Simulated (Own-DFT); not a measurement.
# Point defects and the pressure they add: zincblende GaAs

Calculated, not measured: single-point runs of Own-DFT, a retired in-house plane-wave DFT program that no person has reviewed, on unrelaxed cells, without spin or spin-orbit coupling.

Settings: PBE; PseudoDojo norm-conserving scalar-relativistic files; cutoff 42 hartree; 3 x 3 x 3 k mesh centred on Gamma; Fermi-Dirac smearing of 0.1 eV.

Caveats (not all hold for every row): not probed for a lower state with spin; forces not confirmed at this smearing and k mesh; stress not checked against mesh or cutoff.

All runs share one cell, with vectors in Å (11.737, 0.000, 0.000); (0.000, 11.737, 0.000); (0.000, 0.000, 10.833) and a volume of 1492.4 Å³, strained against the parent crystal. u is the rms random offset of the atoms per axis. The defect's site can differ from row to row.

| cell | formula | u (Å) | P (GPa) |
|---|---|---|---|
| no defect | As32Ga32 | 0.0323 | 1.28 |
| no defect | As32Ga32 | 0.0481 | 1.55 |
| no defect | As32Ga32 | 0.0490 | 1.56 |
| one P on an As site | As31Ga32P | 0.0283 | 0.98 |
| one P on an As site | As31Ga32P | 0.0290 | 0.99 |
| one P on an As site | As31Ga32P | 0.0295 | 1.02 |
| one P on an As site | As31Ga32P | 0.0299 | ? |
| one Al on a Ga site | AlAs32Ga31 | 0.0283 | 1.24 |
| one Al on a Ga site | AlAs32Ga31 | 0.0469 | 1.44 |
| one Al on a Ga site | AlAs32Ga31 | 0.0532 | 1.62 |
| one In on a Ga site | As32Ga31In | 0.0456 | 2.01 |
| one In on a Ga site | As32Ga31In | 0.0480 | 2.10 |
| one In on a Ga site | As32Ga31In | 0.0501 | 2.21 |
| one As vacancy and one Ga vacancy | As31Ga31 | 0.0325 | 0.99 |
| one As vacancy and one Ga vacancy | As31Ga31 | 0.0468 | 1.09 |
| one As vacancy and one Ga vacancy | As31Ga31 | 0.0509 | 1.29 |

## What the rows give

P = P0 + c u² + a shift for each defect gives P0 = 1.09 GPa, c = 193 ± 22 GPa/Å² and a scatter of 0.05 GPa. The shifts, and each times the cell's volume:

- one In on a Ga site: 0.57 ± 0.04 GPa, 5.3 eV
- one Al on a Ga site: -0.04 ± 0.04 GPa, -0.4 eV (not resolved)
- one P on an As site: -0.26 ± 0.05 GPa, -2.4 eV
- one As vacancy and one Ga vacancy: -0.34 ± 0.04 GPa, -3.2 eV

Against the defect-free cell, a freed cell would be larger where the shift is positive and smaller where it is negative (160.2 GPa Å³ is 1 eV). The atoms around the defects weren't relaxed, which would change these numbers.

## Withheld run

Asked: what pressure belongs in the blank (one P on an As site, u = 0.0299 Å)?

From the fit: 1.01 ± 0.05 GPa. The hidden result is 1.00 GPa.
